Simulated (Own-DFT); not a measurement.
# What random displacements cost in 2H SiC, 32 atoms (C16Si16)

Calculated results; nothing here was measured. The program, named Own-DFT, is a retired in-house plane-wave density functional code that no person has reviewed. Each row is one single-point run on a periodic cell that was not relaxed, without spin or spin-orbit coupling.

Settings of every run: PBE; PseudoDojo norm-conserving scalar-relativistic files; cutoff 42 hartree; 5 x 5 x 3 k mesh centred on Gamma; Fermi-Dirac smearing of 0.1 eV.

Known limits, some of them of some rows only: some atoms lie very close together; forces on such cells passed a denser k mesh, each cell not checked; stress not checked against mesh or cutoff.

Cell vectors in Å: (6.165, 0.000, 0.000); (-3.083, 5.339, 0.000); (0.000, 0.000, 10.068). In each run every atom was moved at random and independently from its ideal site; u is the rms move along one axis. E is the free energy for each atom above the fitted value at u = 0, and F the rms of the force components.

| run | u (Å) | E (meV/atom) | F (eV/Å) | largest force (eV/Å) | P (GPa) |
|---|---|---|---|---|---|
| 1 | 0.0284 | 34.8 | 0.815 | 2.50 | 3.78 |
| 2 | 0.0322 | 44.4 | 0.928 | 3.90 | 3.98 |
| 3 | 0.0330 | 47.7 | 1.010 | 3.36 | 4.07 |
| 4 | 0.0567 | 131.8 | 1.899 | 8.94 | 6.01 |
| 5 | 0.0623 | 148.7 | 1.845 | 6.98 | 6.32 |
| 6 | 0.0684 | 224.2 | 2.722 | 11.87 | 8.37 |
| 7 | 0.0998 | ? | ? | ? | ? |
| 8 | 0.1040 | 518.9 | 4.829 | 20.42 | 14.58 |
| 9 | 0.1052 | 419.5 | 3.343 | 13.19 | 14.09 |

## Worked fit

For small independent moves the energy grows as E = (3/2) K u², with K the mean stiffness felt by one atom. The runs with u up to 0.11 Å give K = 28.5 ± 1.6 eV/Å², with residuals divided by u² + 0.0006 Å², since the noise grows with the moves. The scatter is 11.6 meV/atom at u = 0.05 Å. The forces follow F = G u with G = 34.2 eV/Å²; no force at u = 0 is resolved. G exceeds K because the moves of its neighbours add to the force on an atom, and stiffness differs between atoms. The pressure follows P = 2.85 + 1049 u² GPa: at fixed volume, shortened bonds push harder than stretched ones pull.

## Withheld run

Question: what energy and rms force should run 7 give?

The fit gives 426 ± 46 meV/atom and about 3.41 eV/Å. The calculation gave 319.3 meV/atom and 2.813 eV/Å. This run lies off the fit, by chance or by something that the fit leaves out.
